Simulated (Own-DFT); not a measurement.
# What a defect does to the pressure of its cell: D0_22 TiAl3

The numbers are computed, not measured, by runs of the plane-wave DFT program Own-DFT (in-house, retired, unreviewed) at fixed positions, with no spin and no spin-orbit coupling.

Settings: PBE; PseudoDojo norm-conserving scalar-relativistic files; cutoff 42 hartree; 4 x 4 x 4 k mesh centred on Gamma; cold (Marzari-Vanderbilt) smearing of 0.2 eV.

Keep in mind: forces on such cells failed a check on a denser k mesh; stress not checked against mesh or cutoff.

All runs share one cell, with vectors in Å (-2.365, -6.981, 4.326); (-7.667, 3.491, 1.442); (-2.950, -3.488, -7.241) and a volume of 625.4 Å³. The atoms are randomly displaced, by u rms on each axis. The defect's site can differ from row to row.

| cell | formula | u (Å) | P (GPa) |
|---|---|---|---|
| no defect | Al30Ti10 | 0.0202 | 1.97 |
| no defect | Al30Ti10 | 0.0223 | 2.01 |
| no defect | Al30Ti10 | 0.0529 | 2.71 |
| two Ti on an Al site each | Al28Ti12 | 0.0297 | 3.34 |
| two Ti on an Al site each | Al28Ti12 | 0.0326 | 3.15 |
| two Ti on an Al site each | Al28Ti12 | 0.0490 | ? |
| two Ti on an Al site each | Al28Ti12 | 0.0510 | 3.77 |
| two Al vacancies | Al28Ti10 | 0.0267 | 1.20 |
| two Al vacancies | Al28Ti10 | 0.0306 | 1.32 |
| two Al vacancies | Al28Ti10 | 0.0470 | 1.69 |
| two Al on a Ti site each | Al32Ti8 | 0.0301 | 2.91 |
| two Al on a Ti site each | Al32Ti8 | 0.0484 | 3.32 |
| two Al on a Ti site each | Al32Ti8 | 0.0505 | 3.47 |

## Analysis

P = P0 + c u² + a shift for each defect gives P0 = 1.84 GPa, c = 312 ± 25 GPa/Å² and a scatter of 0.07 GPa. The shifts, and each times the cell's volume:

- two Ti on an Al site each: 1.10 ± 0.06 GPa, 4.3 eV (2.1 eV for each of its 2 sites)
- two Al on a Ti site each: 0.79 ± 0.06 GPa, 3.1 eV (1.5 eV for each of its 2 sites)
- two Al vacancies: -0.84 ± 0.06 GPa, -3.3 eV (-1.6 eV for each of its 2 sites)

Against the defect-free cell, a freed cell would be larger where the shift is positive and smaller where it is negative (160.2 GPa Å³ is 1 eV). The atoms around the defects weren't relaxed, which would change these numbers.

## Test on the hidden row

Question: what pressure belongs in the blank (two Ti on an Al site each, u = 0.0490 Å)?

The fit gives 3.69 ± 0.09 GPa. The calculation gave 3.81 GPa.
